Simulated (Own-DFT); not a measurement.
# Computed records: Hf$_{36}$O$_{71}$ (tetragonal hafnia with one neutral oxygen vacancy, atoms displaced)

Computed with Own-DFT development build. A calculation, not a measurement: plane-wave PBE and HSE06 DFT by an unreviewed code, no spin, of a simulated cell at Gamma alone, so results move with cell size and shape, stress positive in tension, energies less offsets, not probed for a lower state with spin; hafnium file: forces about 75 meV/angstrom off all-electron values; oxygen file: force components 24 meV/angstrom off all-electron in a glass; k mesh not checked against a denser one; forces and stress are PBE's, HSE06 gives the energy alone, and its difference from PBE has offsets of its own; offsets are fitted by least squares, one for each functional and potential file, so energies compare only between cells with the same atoms and settings and are not formation energies; the far tail of each file's local potential was reset to the Coulomb form; each entry is a single point on an unrelaxed cell, so the pressure reflects the starting lattice, taken from the Materials Project, from which strain is counted, and rises with the displacements; printed positions are rounded, which can move forces by about a meV/angstrom; the program is a retired in-house code; no spin-orbit coupling.

Common to all runs: first functional PBE; second functional HSE06; exact exchange share 0.25; screening 0.11 1/bohr; exchange divergence Gygi-Baldereschi; potential files PseudoDojo norm-conserving, scalar-relativistic, made for PBE, standard set; wave cutoff 48 hartree; occupations fixed; k mesh 1 x 1 x 1 centred on Gamma.

(1) Hf$_{36}$O$_{71}$ (tetragonal hafnia with one neutral oxygen vacancy, atoms displaced)

```xyz
107
Lattice="10.7800 0.0000 0.0000 0.0000 10.7800 0.0000 0.0000 0.0000 10.4493" Properties=species:S:1:pos:R:3 Hf36O71
Hf    10.7169    10.7456    10.4170
Hf     1.8041     1.7829     2.5645
O      0.0264     1.7627     1.6582
O      1.7585     0.0557     3.6535
O      0.0219     1.7624     4.2155
O      1.8181     0.0621     0.9881
Hf    10.7652     0.0305     5.2627
Hf     1.7687     1.8276     7.7932
O     10.7646     1.7822     6.8107
O      1.7470     0.0008     8.8549
O     10.7676     1.7605     9.5059
O      1.7662    10.7619     6.3286
Hf    10.7757     3.5639    10.4026
Hf     1.7310     5.4198     2.5788
O      0.0193     5.3951     1.6037
O      1.8029     3.5850     3.6137
O      0.0223     5.4240     4.2355
O      1.8046     3.5794     1.0687
Hf    10.7707     3.5815     5.2236
Hf     1.7859     5.4007     7.8588
O      0.1040     5.3771     6.8334
O      1.7561     3.5123     8.8121
O     10.7493     5.3811     9.4745
O      1.7866     3.5716     6.2347
Hf    10.7682     7.1296     0.0060
Hf     1.8267     8.9859     2.5772
O      0.0470     8.9607     1.5715
O      1.7782     7.1809     3.6683
O      0.0277     9.0324     4.2334
O      1.8071     7.1962     1.0176
Hf    10.7756     7.1747     5.2025
Hf     1.7847     9.0031     7.8411
O      0.0074     9.0043     6.8174
O      1.8370     7.1981     8.8789
O     10.7152     8.9966     9.3650
O      1.8326     7.1585     6.2599
Hf     3.6131     0.0882    10.4304
Hf     5.3508     1.7981     2.5711
O      3.6381     1.7764     1.6455
O      5.3779    10.7568     3.6458
O      3.5661     1.7917     4.1517
O      5.3725     0.0412     1.0327
Hf     3.6831     0.0239     5.1956
Hf     5.3829     1.7989     7.7739
O      3.6125     1.8017     6.8305
O      5.3635     0.0344     8.8556
O      3.5606     1.7834     9.4386
O      5.3791     0.0062     6.2563
Hf     3.5194     3.5589    10.4359
Hf     5.3963     5.4156     2.5700
O      3.5752     5.4207     1.6559
O      5.3868     3.6352     3.6089
O      3.5795     5.3947     4.1929
O      5.3668     3.5743     1.0564
Hf     3.5626     3.6229     5.1445
Hf     5.4684     5.3901     7.8072
O      3.5940     5.4049     6.8258
O      5.4176     3.5924     8.8615
O      3.5887     5.3273     9.4426
O      5.4041     3.6837     6.2722
Hf     3.5561     7.1851     0.0075
Hf     5.3840     8.9747     2.6047
O      3.5613     8.9739     1.5876
O      5.4313     7.1775     3.6471
O      3.5714     9.0099     4.2277
O      5.3913     7.1541     0.9668
Hf     3.6498     7.1752     5.2060
Hf     5.3639     9.0219     7.8126
O      3.6341     8.9866     6.8243
O      5.4732     7.1945     8.8391
O      3.5976     8.9661     9.3919
O      5.4131     7.2061     6.2572
Hf     7.1691     0.0190    10.4377
Hf     9.0335     1.8112     2.6485
O      7.1665     1.8290     1.6058
O      9.0042     0.0068     3.6644
O      7.1579     1.7763     4.1738
O      8.9661    10.7434     1.0031
Hf     7.1723    10.7550     5.2137
Hf     8.9698     1.8057     7.8701
O      7.2254     1.7471     6.7322
O      9.0028    10.7447     8.8211
O      7.1819     1.7751     9.4309
O      9.0002    10.7606     6.2784
Hf     7.1702     3.6485     0.0393
Hf     8.9837     5.3540     2.6100
O      7.1927     5.4232     1.5684
O      8.9820     3.5408     3.6145
O      7.1574     5.4232     4.2405
O      8.9251     3.5381     1.0216
Hf     7.1524     3.6063     5.2021
Hf     9.0239     5.3929     7.8401
O      7.2326     5.3920     6.8535
O      9.0285     3.6667     8.8494
O      7.1616     5.3691     9.4345
O      9.0004     3.5935     6.2473
Hf     7.1830     7.2041    10.4285
Hf     8.9656     8.9893     2.6111
O      7.1808     8.9440     1.5453
O      8.9810     7.1644     3.6583
O      7.2080     8.9533     4.2171
Hf     7.1892     7.1920     5.2125
Hf     9.0304     9.0280     7.8755
O      7.1592     8.9684     6.7623
O      8.9945     7.2084     8.9002
O      7.2117     9.0080     9.4516
O      8.9718     7.1537     6.1769
```

The calculation gives: PBE energy of cell above offsets -100.556 eV; HSE06 less PBE above offsets -0.139 eV; PBE pressure 1.09 GPa; PBE stress xx -0.74 GPa; PBE stress yy -0.86 GPa; PBE stress zz -1.67 GPa; PBE stress yz -0.2 GPa; PBE stress xz -0.18 GPa; PBE stress xy -0.01 GPa.

Force:
| element | x (eV/Å) | y (eV/Å) | z (eV/Å) |
| --- | --- | --- | --- |
| Hf | 1.26 | -0.565 | 0.63 |
| Hf | 0.132 | -0.451 | 1.28 |
| O | -0.89 | 0.373 | -0.887 |
| O | 0.472 | -0.947 | -0.666 |
| O | -0.436 | 1.302 | 0.091 |
| O | -0.311 | -0.183 | 0.017 |
| Hf | 0.831 | -0.921 | -0.144 |
| Hf | 0.489 | -2.071 | -0.607 |
| O | -0.41 | 0.411 | 0.513 |
| O | 0.132 | 0.319 | 0.124 |
| O | -0.528 | 0.668 | -0.794 |
| O | 0.987 | 0.244 | -0.987 |
| Hf | -0.412 | -0.202 | 1.023 |
| Hf | 1.714 | -0.118 | 1.514 |
| O | -1.402 | 0.174 | -0.666 |
| O | -0.14 | 0.471 | 0.069 |
| O | -0.369 | -1.348 | -0.609 |
| O | -0.609 | 0.043 | -1.038 |
| Hf | 0.489 | -0.199 | -0.108 |
| Hf | 1.933 | 0.585 | -0.486 |
| O | -1.946 | 0.026 | -0.007 |
| O | -0.275 | 1.588 | 1.224 |
| O | 0.545 | -0.18 | -0.413 |
| O | 0.236 | -0.283 | -0.239 |
| Hf | -0.628 | 1.484 | 0.232 |
| Hf | -0.821 | 0.542 | 1.565 |
| O | -0.992 | -0.171 | -0.049 |
| O | 0.06 | 0.344 | -0.848 |
| O | -0.351 | -0.892 | -0.28 |
| O | -0.564 | -0.32 | 0.181 |
| Hf | 0.878 | 1.435 | 0.463 |
| Hf | 0.597 | 0.282 | -0.563 |
| O | -0.285 | -0.561 | 0.16 |
| O | -0.438 | -0.487 | 0.105 |
| O | 0.376 | -0.83 | 0.769 |
| O | -0.273 | 0.28 | -0.204 |
| Hf | -0.579 | -1.926 | -0.077 |
| Hf | 1.875 | 0.413 | 0.984 |
| O | -1.32 | 0.079 | -1.6 |
| O | 0.007 | -0.153 | -0.027 |
| O | 0.605 | 0.332 | 0.689 |
| O | 0.397 | -0.425 | 0.001 |
| Hf | -2.16 | -0.229 | 0.252 |
| Hf | 0.771 | 0.574 | 0.698 |
| O | -0.267 | 0.078 | -0.397 |
| O | 0.094 | 0.042 | -0.033 |
| O | 0.031 | 0.915 | -0.376 |
| O | 0.582 | 0.235 | 0.017 |
| Hf | 1.441 | 0.718 | 0.232 |
| Hf | -0.545 | -0.299 | 0.341 |
| O | -0.112 | -0.001 | -0.609 |
| O | 0.057 | -0.412 | 0.34 |
| O | 0.211 | 0.207 | 0.141 |
| O | -0.286 | 0.365 | -0.597 |
| Hf | 0.073 | 0.03 | 0.617 |
| Hf | -1.103 | 0.042 | 0.574 |
| O | 0.035 | -0.173 | 0.102 |
| O | -0.068 | -0.561 | -0.278 |
| O | -0.381 | 0.457 | 0.415 |
| O | -0.097 | -0.641 | -0.741 |
| Hf | 0.576 | -0.038 | -0.855 |
| Hf | -0.118 | -0.11 | -0.061 |
| O | 1.156 | -0.15 | -0.057 |
| O | -0.485 | 0.529 | -0.479 |
| O | 0.29 | -0.409 | -0.435 |
| O | -0.321 | 0.162 | 0.568 |
| Hf | -0.989 | 0.011 | 0.886 |
| Hf | 0.45 | -0.928 | 0.493 |
| O | -0.701 | 0.121 | -0.335 |
| O | -0.207 | 0.054 | -0.127 |
| O | 0.133 | 0.575 | 0.767 |
| O | -0.195 | -0.447 | -0.309 |
| Hf | -0.191 | -0.028 | 0.348 |
| Hf | -1.067 | -1.071 | -0.57 |
| O | 0.444 | -0.414 | -0.028 |
| O | -0.417 | -0.142 | -0.414 |
| O | -0.096 | 0.363 | 0.507 |
| O | -0.118 | 0.064 | 0.231 |
| Hf | 0.959 | 0.31 | 0.278 |
| Hf | -0.361 | -0.055 | -0.787 |
| O | -0.492 | 0.416 | 0.932 |
| O | -0.043 | 1.692 | 0.868 |
| O | 0.687 | 0.73 | -0.379 |
| O | -0.705 | 0.042 | -0.122 |
| Hf | -1.028 | -1.068 | -0.367 |
| Hf | -0.245 | 0.792 | 0.183 |
| O | 0.52 | 0.014 | 0.211 |
| O | 0.164 | 1.231 | 0.56 |
| O | 0.383 | -1.088 | -0.636 |
| O | 1.642 | 0.393 | -0.018 |
| Hf | 0.105 | -0.555 | 0.062 |
| Hf | -0.105 | 0.893 | -0.563 |
| O | 0.306 | -0.095 | -0.342 |
| O | 0.097 | -1.458 | 0.266 |
| O | 0.337 | 0.483 | -0.005 |
| O | -0.31 | 0.211 | -0.132 |
| Hf | 0.287 | 0.051 | -0.299 |
| Hf | 0.672 | -0.018 | 0.278 |
| O | 0.001 | -0.295 | 0.737 |
| O | 0.163 | 0.083 | -1.514 |
| O | -0.048 | 0.658 | -0.976 |
| Hf | 0.013 | 0.369 | 0.725 |
| Hf | -0.603 | -1.065 | -1.392 |
| O | 0.517 | 0.379 | 0.725 |
| O | 0.008 | -0.718 | -0.089 |
| O | -0.045 | 0.201 | -0.235 |
| O | 0.672 | -0.183 | 0.885 |

(2) Hf$_{36}$O$_{71}$ (tetragonal hafnia with one neutral oxygen vacancy, atoms displaced)

```xyz
107
Lattice="10.7800 0.0000 0.0000 0.0000 10.7800 0.0000 0.0000 0.0000 10.4493" Properties=species:S:1:pos:R:3 Hf36O71
Hf    10.7098    10.7487     0.0150
Hf     1.9486     1.7987     2.5098
O      0.0163     1.6873     1.5692
O      1.7915    10.6157     3.7089
O      0.1367     1.7433     4.3195
O      1.8532    10.6648     1.0624
Hf    10.7332    10.7627     5.2673
Hf     1.9608     1.9242     7.8668
O     10.7287     1.9153     6.8117
O      1.7310     0.0145     8.8750
O      0.0518     2.0530     9.4782
O      1.8776    10.7058     6.2920
Hf    10.6292     3.6253    10.4293
Hf     1.7903     5.4180     2.6128
O      0.0450     5.5337     1.7286
O      1.8606     3.5631     3.6431
O      0.0533     5.5030     4.2127
O      1.7396     3.6292     1.0134
Hf     0.2088     3.6789     5.3004
Hf     1.6944     5.3414     7.9634
O      0.1123     5.1677     6.7681
O      1.8522     3.5947     8.7651
O      0.0310     5.4667     9.2710
O      1.7521     3.6831     6.2478
Hf     0.0248     7.3104     0.0019
Hf     1.7665     8.8793     2.5578
O      0.0006     8.9093     1.5944
O      1.8344     7.3165     3.6301
O      0.1111     8.9893     4.2328
O      1.7887     7.1368     0.8575
Hf    10.7361     7.2679     5.1176
Hf     1.7835     9.0035     7.8333
O      0.0963     8.9703     6.8552
O      2.0079     7.1186     8.7557
O      0.0327     8.9146     9.4154
O      1.7596     7.2045     6.1702
Hf     3.4482     0.0383     0.1935
Hf     5.3950     1.8380     2.6691
O      3.6106     1.8727     1.6294
O      5.4587     0.1380     3.7700
O      3.6271     1.7159     4.2104
O      5.3482    10.6810     1.0300
Hf     3.6274    10.6803     5.1329
Hf     5.2323     1.7527     7.8442
O      3.5062     1.8446     6.7601
O      5.3718     0.0218     8.8541
O      3.5104     1.8777     9.4912
O      5.4514     0.0946     6.3308
Hf     3.5153     3.6222     0.0339
Hf     5.4157     5.3140     2.6254
O      3.7254     5.3855     1.5025
O      5.3766     3.6631     3.6638
O      3.5884     5.3616     4.2732
O      5.3209     3.6070     0.9874
Hf     3.5654     3.5768     5.2036
Hf     5.4925     5.3085     7.8852
O      3.6532     5.4136     6.8140
O      5.4278     3.7536     8.9375
O      3.6117     5.3658     9.5961
O      5.2621     3.5405     6.3211
Hf     3.6481     7.2403    10.4410
Hf     5.2634     8.8287     2.6297
O      3.6977     9.0774     1.6527
O      5.4024     7.2088     3.5776
O      3.7184     9.1332     4.2937
O      5.3559     7.0341     0.9508
Hf     3.5287     7.1431     5.0537
Hf     5.4415     9.0521     7.9020
O      3.5930     8.8928     6.9448
O      5.3672     7.3300     8.8942
O      3.5594     9.0002     9.4298
O      5.2493     7.1239     6.4185
Hf     7.0544     0.0483    10.3742
Hf     8.9994     1.8436     2.6353
O      9.0038    10.7537     3.5643
O      7.1897     1.8547     4.1917
O      8.9495    10.7231     0.9406
Hf     7.2095     0.0210     5.2653
Hf     8.9654     1.6689     7.6870
O      7.1588     1.6833     6.9415
O      9.0491    10.7393     8.8482
O      7.2489     1.8900     9.5078
O      9.0871    10.7241     6.2900
Hf     7.2694     3.4835     0.0995
Hf     8.9226     5.4707     2.4673
O      7.0922     5.3374     1.6334
O      9.0776     3.4724     3.5706
O      7.0359     5.4545     4.1495
O      9.0353     3.5610     1.0229
Hf     7.0973     3.5607     5.1639
Hf     8.8932     5.4985     7.9581
O      7.2225     5.3069     6.7609
O      8.9935     3.6800     8.9286
O      7.2300     5.4778     9.3859
O      8.9178     3.7139     6.3455
Hf     7.0736     7.1819    10.3665
Hf     9.0216     8.9257     2.6401
O      7.1639     8.8044     1.4935
O      8.9454     7.1829     3.5208
O      7.1202     8.9840     4.1290
O      9.0584     7.2561     0.9808
Hf     7.2427     7.2091     5.1325
Hf     8.9704     9.0469     8.0033
O      7.1357     9.0192     6.9404
O      8.8202     7.1603     9.0325
O      7.2489     9.0503     9.4180
O      9.0549     7.0701     6.1804
```

Results for Hf$_{36}$O$_{71}$ (tetragonal hafnia with one neutral oxygen vacancy, atoms displaced): PBE energy of cell above offsets -85.936 eV; HSE06 less PBE above offsets 0.613 eV; PBE pressure 6.68 GPa; PBE stress xx -5.7 GPa; PBE stress yy -8.19 GPa; PBE stress zz -6.15 GPa; PBE stress yz -0.24 GPa; PBE stress xz 0.94 GPa; PBE stress xy 0.14 GPa.

Force:
| element | x (eV/Å) | y (eV/Å) | z (eV/Å) |
| --- | --- | --- | --- |
| Hf | 0.771 | 2.153 | -0.37 |
| Hf | -4.687 | -0.41 | 3.737 |
| O | 0.412 | -0.227 | 0.391 |
| O | 0.87 | 0.99 | -1.968 |
| O | -0.322 | 0.201 | -0.665 |
| O | -3.75 | 0.345 | 1.674 |
| Hf | 4.445 | 1.03 | -0.753 |
| Hf | -4.086 | -3.198 | 0.005 |
| O | 1.093 | -0.752 | 0.482 |
| O | -0.255 | 1.16 | 0.898 |
| O | -0.268 | -4.598 | -0.804 |
| O | -0.944 | 0.419 | -0.563 |
| Hf | 2.413 | 1.805 | -1.26 |
| Hf | 0.947 | -1.127 | -0.206 |
| O | -1.184 | -0.529 | -1.34 |
| O | 0.024 | 0.606 | -0.657 |
| O | 0.484 | -1.087 | -0.891 |
| O | -0.307 | -0.052 | 0.723 |
| Hf | -5.901 | -0.599 | -1.642 |
| Hf | 2.009 | 2.164 | -3.238 |
| O | -1.996 | 1.573 | 0.977 |
| O | 0.574 | 0.423 | 2.283 |
| O | -0.445 | 0.35 | 2.228 |
| O | 5.377 | -1.511 | 1.304 |
| Hf | -0.62 | -3.261 | -0.368 |
| Hf | -0.013 | 3.68 | 0.143 |
| O | 0.42 | 0.644 | -0.467 |
| O | 1.012 | -2.631 | -0.421 |
| O | -1.651 | 0.353 | -1.587 |
| O | 1.105 | 0.709 | 2.29 |
| Hf | 2.009 | -1.533 | 3.182 |
| Hf | 2.648 | -0.444 | -0.332 |
| O | -3.312 | 0.019 | -0.262 |
| O | -0.832 | 1.549 | 0.819 |
| O | -0.486 | 1.833 | -0.362 |
| O | -0.06 | -0.117 | -1.265 |
| Hf | 4.03 | -1.187 | -4.898 |
| Hf | 0.868 | -0.558 | 0.044 |
| O | 1.438 | -0.858 | -1.291 |
| O | 0.374 | -1.208 | -1.27 |
| O | -0.431 | 1.53 | -1.037 |
| O | 0.688 | 1.619 | 0.235 |
| Hf | -1.251 | 4.865 | 4.683 |
| Hf | 1.079 | 1.449 | -0.421 |
| O | 1.963 | 0.055 | -0.019 |
| O | 0.524 | 1.514 | 1.29 |
| O | 0.643 | -1.85 | -1.039 |
| O | -0.921 | -0.192 | -0.603 |
| Hf | 1.022 | 2.086 | -0.132 |
| Hf | -1.405 | 1.432 | -1.176 |
| O | -2.795 | 0.004 | 2.765 |
| O | -0.158 | -2.369 | 0.658 |
| O | -0.333 | -0.016 | -2.094 |
| O | 1.686 | -1.197 | 1.093 |
| Hf | -0.367 | 0.311 | 1.462 |
| Hf | -1.912 | 3.487 | -2.496 |
| O | -1.122 | -1.179 | 0.654 |
| O | -0.073 | -4.376 | 0.402 |
| O | -0.144 | 0.649 | -1.396 |
| O | 2.234 | -0.639 | -0.775 |
| Hf | -0.754 | -1.209 | -2.497 |
| Hf | 5.279 | 3.403 | -0.1 |
| O | -3.935 | -1.071 | -1.189 |
| O | -0.975 | -2.123 | 1.229 |
| O | 0.906 | -6.965 | -3.798 |
| O | 0.475 | 1.099 | 1.583 |
| Hf | 0.724 | 0.671 | 6.105 |
| Hf | -3.267 | -1.885 | -1.344 |
| O | 0.748 | 1.183 | -0.97 |
| O | 0.88 | -1.746 | 1.133 |
| O | -0.136 | 1.786 | 1.98 |
| O | 2.352 | 0.913 | -3.253 |
| Hf | 0.324 | -0.824 | 1.693 |
| Hf | 0.586 | -1.789 | -0.786 |
| O | -0.162 | 0.191 | 1.035 |
| O | 0.252 | -1.194 | -0.13 |
| O | -0.708 | 0.084 | -0.123 |
| Hf | -1.543 | -0.463 | -0.497 |
| Hf | 1.609 | 3.71 | 1.273 |
| O | -0.493 | 0.21 | -1.212 |
| O | 0.631 | 2.172 | 1.131 |
| O | -0.248 | -2.442 | -0.471 |
| O | -2.803 | 0.186 | 0.599 |
| Hf | -2.255 | 2.507 | -1.036 |
| Hf | 0.979 | -1.114 | 1.287 |
| O | 2.454 | 0.039 | -1.471 |
| O | -0.613 | 3.3 | 0.566 |
| O | 1.275 | -0.938 | 0.344 |
| O | -1.435 | 0.265 | 2.1 |
| Hf | 1.706 | 2.571 | 2.862 |
| Hf | 1.17 | -2.973 | -2.325 |
| O | -1.15 | 0.86 | 0.382 |
| O | -0.479 | -0.499 | 0.267 |
| O | -0.546 | -1.802 | 0.361 |
| O | -0.513 | -1.784 | -1.988 |
| Hf | 0.676 | 1.851 | 0.854 |
| Hf | -2.412 | 1.708 | -2.297 |
| O | -0.219 | 0.43 | 1.512 |
| O | -0.18 | -0.436 | 1.632 |
| O | 0.855 | 0.361 | 1.295 |
| O | -1.225 | -1.324 | 0.979 |
| Hf | -1.843 | -0.697 | 2.489 |
| Hf | 0.13 | -2.944 | -2.168 |
| O | 2.851 | 0.025 | -2.008 |
| O | 1.443 | 2.436 | -1.657 |
| O | -0.162 | 0.224 | -0.091 |
| O | -1.375 | 0.743 | 0.372 |
